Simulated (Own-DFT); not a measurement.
# Computed records: AlGa3N4 (wurtzite random alloy, atoms displaced)

All values are calculated (Own-DFT development build). A calculation, not a measurement: plane-wave density functional theory by an unreviewed code, no spin, of a simulated periodic cell, stress positive in tension, run twice, with PBE and with PBEsol, both on files made for PBE, so the change isn't that of files made for PBEsol, forces on such cells passed a denser k mesh, this cell's mesh not checked; the far tail of each file's local potential was reset to the Coulomb form; each entry is a single point on an unrelaxed cell, so the pressure reflects the starting lattice, mostly measured values (interpolated for alloys), from which strain is counted, and rises with the displacements; printed positions are rounded, which can move forces by about a meV/angstrom; the program, named Own-DFT, is a retired in-house code; no spin-orbit coupling; stress was not checked against mesh or cutoff.

Settings shared by all entries: functional PBE, then PBEsol; potential files PseudoDojo norm-conserving, scalar-relativistic, standard set; wave cutoff 42 hartree; occupations Fermi-Dirac; smearing width 0.1 eV; k mesh 4 x 4 x 3 centred on Gamma.

```yaml
- entry: 1
  formula: AlGa3N4
  kind: "wurtzite random alloy, atoms displaced"
  structure:
    cell_angstrom: [[9.5092, 0.0, 0.0], [-4.7546, 8.2353, 0.0], [0.0, 0.0, 10.2685]]
    atoms_fractional:
      - [Al, 0.12064, 0.23494, 0.98922]
      - [Ga, 0.22376, 0.12409, 0.2378]
      - ["N", 0.10155, 0.22371, 0.18771]
      - ["N", 0.24234, 0.12599, 0.43503]
      - [Ga, 0.12726, 0.23526, 0.48577]
      - [Al, 0.20714, 0.08864, 0.76139]
      - ["N", 0.11916, 0.23081, 0.69663]
      - ["N", 0.21958, 0.11407, 0.93994]
      - [Ga, 0.09708, 0.55414, 0.00118]
      - [Al, 0.21376, 0.45442, 0.25253]
      - ["N", 0.12249, 0.55856, 0.18218]
      - ["N", 0.20826, 0.45159, 0.43627]
      - [Ga, 0.10723, 0.56235, 0.49504]
      - [Al, 0.22143, 0.44385, 0.761]
      - ["N", 0.11301, 0.57269, 0.68791]
      - ["N", 0.2278, 0.43615, 0.93186]
      - [Al, 0.12291, 0.90122, 0.997]
      - [Ga, 0.22662, 0.77697, 0.25299]
      - ["N", 0.11709, 0.88563, 0.17975]
      - ["N", 0.21669, 0.76949, 0.45297]
      - [Ga, 0.11013, 0.89118, 0.50331]
      - [Ga, 0.22098, 0.78949, 0.76156]
      - ["N", 0.10298, 0.89862, 0.67508]
      - ["N", 0.24387, 0.80002, 0.93939]
      - [Ga, 0.44194, 0.22124, 0.01527]
      - [Al, 0.56483, 0.09397, 0.27068]
      - ["N", 0.44109, 0.21398, 0.18683]
      - ["N", 0.56462, 0.1286, 0.43969]
      - [Ga, 0.44954, 0.23152, 0.50763]
      - [Ga, 0.53663, 0.11153, 0.74953]
      - ["N", 0.4409, 0.2196, 0.68265]
      - ["N", 0.55544, 0.11544, 0.93737]
      - [Ga, 0.44024, 0.54744, 0.01211]
      - [Ga, 0.56128, 0.44539, 0.25155]
      - ["N", 0.42114, 0.5473, 0.19929]
      - ["N", 0.56144, 0.43102, 0.42815]
      - [Ga, 0.45322, 0.56791, 0.49139]
      - [Al, 0.52926, 0.43151, 0.74399]
      - ["N", 0.44758, 0.56132, 0.69688]
      - ["N", 0.55725, 0.45337, 0.93124]
      - [Ga, 0.45611, 0.89704, 0.00556]
      - [Ga, 0.568, 0.78848, 0.24428]
      - ["N", 0.44325, 0.88446, 0.1812]
      - ["N", 0.54883, 0.77289, 0.44516]
      - [Ga, 0.45231, 0.88578, 0.48478]
      - [Ga, 0.56469, 0.77428, 0.74953]
      - ["N", 0.44448, 0.88995, 0.68324]
      - ["N", 0.53631, 0.76675, 0.93603]
      - [Al, 0.79344, 0.21631, 0.98022]
      - [Ga, 0.88504, 0.12068, 0.25175]
      - ["N", 0.77931, 0.2296, 0.18953]
      - ["N", 0.90617, 0.13356, 0.44744]
      - [Ga, 0.779, 0.21829, 0.50278]
      - [Ga, 0.88844, 0.11225, 0.75104]
      - ["N", 0.76477, 0.22748, 0.68077]
      - ["N", 0.89887, 0.11803, 0.93333]
      - [Ga, 0.76202, 0.54946, 0.01137]
      - [Ga, 0.88931, 0.43215, 0.24575]
      - ["N", 0.80554, 0.56583, 0.17931]
      - ["N", 0.88883, 0.44506, 0.43494]
      - [Ga, 0.77328, 0.55583, 0.50363]
      - [Ga, 0.91405, 0.44744, 0.75423]
      - ["N", 0.76111, 0.56106, 0.68769]
      - ["N", 0.89347, 0.45039, 0.93896]
      - [Ga, 0.79541, 0.8892, 0.98353]
      - [Ga, 0.88169, 0.78012, 0.26492]
      - ["N", 0.77622, 0.87453, 0.19568]
      - ["N", 0.88721, 0.79429, 0.43338]
      - [Ga, 0.76763, 0.88317, 0.49755]
      - [Al, 0.87116, 0.77014, 0.74941]
      - ["N", 0.78729, 0.89543, 0.68883]
      - ["N", 0.88942, 0.77624, 0.95508]
  results:
    "PBE_pressure [GPa]": 10.56
    "PBE_stress_xx [GPa]": -9.49
    "PBE_stress_yy [GPa]": -8.69
    "PBE_stress_zz [GPa]": -13.51
    "PBE_stress_yz [GPa]": -0.38
    "PBE_stress_xz [GPa]": -0.29
    "PBE_stress_xy [GPa]": 1.13
    "PBEsol_pressure [GPa]": 5.67
    "PBEsol_stress_xx [GPa]": -4.56
    "PBEsol_stress_yy [GPa]": -3.9
    "PBEsol_stress_zz [GPa]": -8.54
    "PBEsol_stress_yz [GPa]": -0.37
    "PBEsol_stress_xz [GPa]": -0.27
    "PBEsol_stress_xy [GPa]": 1.15
    force_element: [Al, Ga, "N", "N", Ga, Al, "N", "N", Ga, Al, "N", "N", Ga, Al, "N", "N", Al, Ga, "N", "N", Ga, Ga, "N", "N", Ga, Al, "N", "N", Ga, Ga, "N", "N", Ga, Ga, "N", "N", Ga, Al, "N", "N", Ga, Ga, "N", "N", Ga, Ga, "N", "N", Al, Ga, "N", "N", Ga, Ga, "N", "N", Ga, Ga, "N", "N", Ga, Ga, "N", "N", Ga, Ga, "N", "N", Ga, Al, "N", "N"]
    "PBE_force_x [eV/angstrom]": [-0.303, 0.19, 0.327, -1.612, 0.367, -0.544, 0.326, 0.026, 2.906, 1.006, -1.676, 2.744, -0.63, 0.135, 2.474, -1.508, -0.232, -1.444, -0.786, 0.236, 0.288, 1.107, -0.416, -2.627, 1.011, -1.823, 1.662, 0.403, 0.147, 2.806, -2.792, 1.445, -0.376, -0.061, 2.932, -1.503, -0.678, 2.278, -1.254, -0.416, 0.125, -1.733, 0.942, 1.945, -3.624, -2.142, 0.23, 2.502, -4.458, 1.424, -0.836, -0.611, -0.2, -0.097, 1.423, 1.309, 0.993, -0.161, -1.87, -0.743, 1.169, -3.851, 0.374, -1.274, -4.334, 3.582, -1.029, 1.387, 0.783, 1.819, -0.594, 3.418]
    "PBE_force_y [eV/angstrom]": [-2.044, -1.886, 1.496, -1.542, -0.628, 3.519, -0.543, -0.306, 2.048, -2.303, 0.11, 0.574, -2.324, 1.15, -0.506, 1.682, -1.747, 0.258, 0.836, 3.786, 1.062, -0.16, -1.664, -1.52, 0.584, 1.868, 0.838, -2.508, -1.348, -0.936, 0.458, 0.863, 0.929, -0.485, 1.038, 2.937, -4.595, 1.212, -2.034, -1.684, 0.378, -2.448, 1.424, 1.82, 1.826, 1.433, -0.018, 0.869, 1.654, -1.275, -3.904, -3.096, 1.861, 1.232, -0.014, -0.892, 0.248, 3.435, -0.706, 0.305, 0.131, -1.086, -0.771, -2.233, 0.885, -0.838, 3.18, -1.461, 2.691, 0.149, -0.597, -0.673]
    "PBE_force_z [eV/angstrom]": [1.733, 1.412, -1.332, -0.754, 2.371, -2.117, -0.324, 0.023, -0.158, 0.391, 0.592, -0.841, 2.066, -3.309, 0.364, 1.783, 1.379, -0.092, 1.1, -2.981, -2.992, -2.771, 4.747, 1.095, -3.788, -4.147, 2.896, 0.111, -1.564, 0.161, 2.551, 0.44, -0.971, -1.983, -0.209, 1.681, 1.725, 0.983, -2.04, 0.473, -2.291, 0.141, 3.927, -2.767, 3.536, 0.343, -0.056, 0.802, 2.084, 0.441, -2.165, -1.501, -0.199, -2.488, 2.897, 0.983, -3.33, 1.205, 3.902, 0.195, -0.272, -0.835, 0.703, -0.178, 2.323, -4.518, -2.158, 3.7, 1.062, 0.338, 0.047, -3.573]
    "PBEsol_force_x [eV/angstrom]": [-0.299, 0.205, 0.325, -1.596, 0.327, -0.51, 0.221, 0.151, 2.822, 0.997, -1.828, 2.677, -0.608, 0.095, 2.31, -1.441, -0.232, -1.418, -0.753, 0.238, 0.284, 1.122, -0.321, -2.457, 0.987, -1.806, 1.516, 0.403, 0.158, 2.749, -2.622, 1.294, -0.376, -0.074, 3.065, -1.468, -0.678, 2.292, -1.253, -0.404, 0.093, -1.688, 0.933, 1.906, -3.541, -2.112, 0.212, 2.453, -4.469, 1.418, -0.687, -0.622, -0.201, -0.079, 1.421, 1.367, 0.98, -0.173, -1.856, -0.711, 1.134, -3.763, 0.428, -1.201, -4.211, 3.482, -1.022, 1.344, 0.782, 1.837, -0.74, 3.195]
    "PBEsol_force_y [eV/angstrom]": [-2.071, -1.833, 1.343, -1.483, -0.614, 3.52, -0.631, -0.211, 2.001, -2.342, 0.218, 0.548, -2.265, 1.195, -0.47, 1.84, -1.744, 0.244, 0.817, 3.69, 1.028, -0.181, -1.752, -1.54, 0.554, 1.84, 0.874, -2.431, -1.33, -0.913, 0.327, 0.773, 0.918, -0.503, 1.113, 2.879, -4.45, 1.189, -1.801, -1.624, 0.335, -2.412, 1.268, 1.795, 1.754, 1.386, 0.0, 0.861, 1.661, -1.211, -3.736, -3.015, 1.833, 1.181, -0.011, -1.069, 0.274, 3.359, -0.71, 0.301, 0.104, -1.044, -0.848, -2.055, 0.848, -0.813, 3.095, -1.434, 2.615, 0.16, -0.496, -0.696]
    "PBEsol_force_z [eV/angstrom]": [1.762, 1.39, -1.218, -0.727, 2.311, -2.115, -0.376, 0.097, -0.125, 0.413, 0.485, -0.674, 2.026, -3.344, 0.345, 1.894, 1.359, -0.125, 1.243, -2.94, -2.888, -2.726, 4.507, 0.998, -3.688, -4.164, 2.77, 0.332, -1.537, 0.135, 2.388, 0.391, -0.968, -1.905, -0.304, 1.651, 1.689, 0.966, -2.074, 0.645, -2.251, 0.128, 3.787, -2.707, 3.513, 0.334, -0.04, 0.775, 2.093, 0.438, -2.044, -1.491, -0.18, -2.429, 2.828, 0.81, -3.241, 1.177, 3.804, 0.189, -0.257, -0.823, 0.544, -0.213, 2.285, -4.421, -2.075, 3.601, 1.047, 0.37, -0.008, -3.441]
    "rms_change_of_force_components_from_PBE_to_PBEsol [eV/angstrom]": 0.078
- entry: 2
  formula: AlGa3N4
  kind: "wurtzite random alloy, atoms displaced"
  structure:
    cell_angstrom: [[9.5092, 0.0, 0.0], [-4.7546, 8.2353, 0.0], [0.0, 0.0, 10.2685]]
    atoms_fractional:
      - [Ga, 0.13704, 0.25472, 0.98475]
      - [Ga, 0.235, 0.12114, 0.25316]
      - ["N", 0.10058, 0.20651, 0.19954]
      - ["N", 0.22389, 0.1042, 0.43299]
      - [Ga, 0.12505, 0.22138, 0.48772]
      - [Al, 0.23889, 0.12095, 0.74463]
      - ["N", 0.12773, 0.23569, 0.66776]
      - ["N", 0.21266, 0.10966, 0.9373]
      - [Ga, 0.1117, 0.54816, 0.0019]
      - [Ga, 0.22452, 0.44264, 0.25125]
      - ["N", 0.11139, 0.53614, 0.20135]
      - ["N", 0.232, 0.427, 0.43729]
      - [Ga, 0.10526, 0.54504, 0.50569]
      - [Ga, 0.21863, 0.43871, 0.74686]
      - ["N", 0.12057, 0.56703, 0.68771]
      - ["N", 0.22392, 0.44296, 0.94228]
      - [Al, 0.11263, 0.88672, 0.99096]
      - [Ga, 0.20731, 0.77281, 0.24977]
      - ["N", 0.10929, 0.88303, 0.16526]
      - ["N", 0.22569, 0.7745, 0.42854]
      - [Ga, 0.10169, 0.88315, 0.51098]
      - [Ga, 0.2305, 0.77808, 0.74715]
      - ["N", 0.11001, 0.87923, 0.69185]
      - ["N", 0.22328, 0.78946, 0.94712]
      - [Ga, 0.4511, 0.21282, 0.00548]
      - [Ga, 0.55947, 0.12965, 0.25797]
      - ["N", 0.44209, 0.22346, 0.1884]
      - ["N", 0.55745, 0.10511, 0.43539]
      - [Al, 0.46102, 0.23, 0.49355]
      - [Al, 0.54071, 0.10496, 0.75176]
      - ["N", 0.452, 0.22112, 0.68981]
      - ["N", 0.56039, 0.11626, 0.94143]
      - [Ga, 0.42925, 0.54418, 0.0058]
      - [Ga, 0.54029, 0.43603, 0.24353]
      - ["N", 0.44149, 0.556, 0.19608]
      - ["N", 0.55753, 0.45502, 0.44115]
      - [Ga, 0.44955, 0.55588, 0.49471]
      - [Ga, 0.54249, 0.43312, 0.75735]
      - ["N", 0.42607, 0.55351, 0.67739]
      - ["N", 0.54591, 0.4365, 0.94414]
      - [Ga, 0.45843, 0.90515, 0.98167]
      - [Ga, 0.5572, 0.7664, 0.24715]
      - ["N", 0.44577, 0.89095, 0.19017]
      - ["N", 0.56905, 0.7938, 0.42528]
      - [Ga, 0.45183, 0.90101, 0.50594]
      - [Al, 0.54909, 0.76924, 0.75421]
      - ["N", 0.45757, 0.89387, 0.69181]
      - ["N", 0.55931, 0.77339, 0.93052]
      - [Ga, 0.78231, 0.24434, 0.99866]
      - [Al, 0.89926, 0.11866, 0.23783]
      - ["N", 0.78117, 0.22656, 0.1909]
      - ["N", 0.88124, 0.09675, 0.43627]
      - [Ga, 0.76625, 0.22237, 0.50553]
      - [Ga, 0.90569, 0.11794, 0.74516]
      - ["N", 0.78411, 0.22461, 0.68942]
      - ["N", 0.91054, 0.11207, 0.93064]
      - [Ga, 0.75451, 0.54761, 0.00425]
      - [Ga, 0.89518, 0.45146, 0.24001]
      - ["N", 0.79352, 0.56516, 0.19603]
      - ["N", 0.90376, 0.45145, 0.4268]
      - [Ga, 0.77649, 0.5521, 0.49454]
      - [Al, 0.88418, 0.45952, 0.75563]
      - ["N", 0.77758, 0.55909, 0.68528]
      - ["N", 0.89594, 0.44658, 0.9549]
      - [Ga, 0.77246, 0.88933, 0.00378]
      - [Al, 0.89063, 0.76511, 0.24576]
      - ["N", 0.78204, 0.884, 0.18072]
      - ["N", 0.86481, 0.75376, 0.44203]
      - [Ga, 0.78304, 0.90066, 0.48467]
      - [Al, 0.89841, 0.78671, 0.74131]
      - ["N", 0.78018, 0.88682, 0.69279]
      - ["N", 0.87807, 0.76657, 0.93814]
  results:
    "PBE_pressure [GPa]": 10.61
    "PBE_stress_xx [GPa]": -8.67
    "PBE_stress_yy [GPa]": -13.81
    "PBE_stress_zz [GPa]": -9.34
    "PBE_stress_yz [GPa]": 1.1
    "PBE_stress_xz [GPa]": -0.85
    "PBE_stress_xy [GPa]": -0.07
    "PBEsol_pressure [GPa]": 5.68
    "PBEsol_stress_xx [GPa]": -3.83
    "PBEsol_stress_yy [GPa]": -8.79
    "PBEsol_stress_zz [GPa]": -4.43
    "PBEsol_stress_yz [GPa]": 1.08
    "PBEsol_stress_xz [GPa]": -0.8
    "PBEsol_stress_xy [GPa]": -0.02
    force_element: [Ga, Ga, "N", "N", Ga, Al, "N", "N", Ga, Ga, "N", "N", Ga, Ga, "N", "N", Al, Ga, "N", "N", Ga, Ga, "N", "N", Ga, Ga, "N", "N", Al, Al, "N", "N", Ga, Ga, "N", "N", Ga, Ga, "N", "N", Ga, Ga, "N", "N", Ga, Al, "N", "N", Ga, Al, "N", "N", Ga, Ga, "N", "N", Ga, Ga, "N", "N", Ga, Al, "N", "N", Ga, Al, "N", "N", Ga, Al, "N", "N"]
    "PBE_force_x [eV/angstrom]": [-0.804, -2.271, 2.868, 2.249, -2.214, -2.261, 0.814, 2.346, -0.176, 0.356, -1.073, -1.644, 1.709, -0.879, -1.377, -1.204, -2.899, 2.075, -0.841, -0.54, 0.621, -0.208, 0.272, 2.166, -3.071, 2.141, 0.903, -1.97, -1.592, 3.4, -0.614, 0.735, 2.059, 1.963, 0.456, 1.666, -1.615, 0.342, 2.571, -1.045, -0.112, -1.117, -0.049, -1.642, 0.207, 1.907, -0.623, -1.473, 1.993, -3.101, -0.007, 0.402, 3.17, -0.727, -1.729, -1.808, 2.828, 0.407, -2.821, -2.009, 1.127, 1.697, -0.282, -1.807, 1.809, -0.667, 0.344, 1.686, 0.504, -2.174, -0.524, 1.18]
    "PBE_force_y [eV/angstrom]": [-11.47, -3.123, 3.051, -0.189, -2.186, -1.287, -2.288, 0.301, 2.693, -2.073, 2.688, 3.468, 1.015, 0.935, -2.287, 7.307, 0.372, 0.733, 0.243, 0.162, -0.787, 0.57, 2.523, -1.863, -0.044, -3.117, 0.421, 2.631, -0.49, 1.01, -0.568, 1.589, 2.961, 2.223, -1.634, -3.62, 2.168, 2.563, 1.178, -0.967, -3.742, 3.899, 0.361, -1.921, -3.176, 0.564, 0.076, -0.726, -5.052, -2.737, -0.504, 6.384, 0.807, -1.069, 1.036, 1.057, 2.618, -1.53, -3.006, -1.659, -2.156, -1.309, -0.262, 3.103, 0.495, 4.185, 0.328, 4.872, -4.755, -1.477, -0.157, 0.643]
    "PBE_force_z [eV/angstrom]": [4.007, -1.466, -2.167, 1.847, -0.181, 0.515, 3.099, -1.411, 1.491, 1.465, -2.92, -0.736, -1.644, -0.575, 1.433, -3.516, -0.254, -1.798, 3.59, 3.325, -2.901, 1.366, 0.681, -2.193, -0.693, -2.276, -0.266, 1.44, 0.608, 0.233, -1.559, -2.642, 0.193, 1.699, -2.153, -1.379, 0.106, -1.467, 2.357, -0.162, 3.719, -0.678, -0.967, 2.536, -1.763, -2.024, 0.628, 0.935, 1.109, 1.802, -0.562, -2.296, -0.845, -0.471, 1.446, 1.149, 0.429, 1.206, -1.816, 1.518, 1.111, -0.318, 1.221, -3.606, -2.12, 0.516, 2.504, -2.33, 3.034, 1.871, -0.79, -1.242]
    "PBEsol_force_x [eV/angstrom]": [-0.783, -2.227, 3.074, 2.082, -2.151, -2.265, 0.691, 2.279, -0.179, 0.349, -1.069, -1.598, 1.654, -0.839, -1.251, -1.171, -2.918, 2.053, -0.702, -0.542, 0.628, -0.209, 0.436, 2.325, -2.993, 2.103, 0.887, -1.804, -1.587, 3.397, -0.618, 0.704, 2.014, 1.899, 0.449, 1.615, -1.575, 0.348, 2.5, -1.004, -0.125, -1.099, -0.05, -1.586, 0.215, 1.89, -0.744, -1.436, 1.92, -3.155, -0.149, 0.407, 3.111, -0.729, -1.604, -1.755, 2.77, 0.403, -2.737, -1.972, 1.073, 1.72, -0.416, -1.754, 1.778, -0.658, 0.219, 1.648, 0.476, -2.164, -0.545, 1.046]
    "PBEsol_force_y [eV/angstrom]": [-11.24, -3.028, 3.133, -0.215, -2.108, -1.276, -2.177, 0.448, 2.601, -2.019, 2.631, 3.384, 1.01, 0.925, -2.182, 7.139, 0.392, 0.726, 0.257, 0.154, -0.773, 0.541, 2.444, -1.913, -0.02, -3.057, 0.419, 2.517, -0.481, 1.01, -0.36, 1.549, 2.882, 2.171, -1.61, -3.398, 2.071, 2.482, 1.007, -0.944, -3.653, 3.812, 0.346, -1.885, -3.093, 0.547, -0.013, -0.676, -4.907, -2.751, -0.389, 6.205, 0.76, -1.048, 0.952, 1.037, 2.572, -1.504, -3.205, -1.614, -2.068, -1.317, -0.3, 2.998, 0.449, 4.219, 0.259, 4.757, -4.651, -1.485, 0.002, 0.558]
    "PBEsol_force_z [eV/angstrom]": [3.899, -1.427, -2.16, 1.759, -0.154, 0.506, 3.008, -1.304, 1.47, 1.452, -2.868, -0.736, -1.608, -0.612, 1.352, -3.426, -0.287, -1.744, 3.687, 3.247, -2.829, 1.306, 0.551, -2.228, -0.663, -2.224, -0.245, 1.366, 0.612, 0.243, -1.513, -2.438, 0.191, 1.67, -2.113, -1.395, 0.111, -1.442, 2.261, -0.155, 3.663, -0.645, -0.941, 2.472, -1.745, -2.048, 0.493, 1.121, 1.116, 1.808, -0.597, -2.146, -0.82, -0.467, 1.317, 1.1, 0.432, 1.191, -1.875, 1.494, 1.087, -0.296, 1.079, -3.418, -2.062, 0.551, 2.348, -2.165, 2.962, 1.849, -0.845, -1.129]
    "rms_change_of_force_components_from_PBE_to_PBEsol [eV/angstrom]": 0.08
```
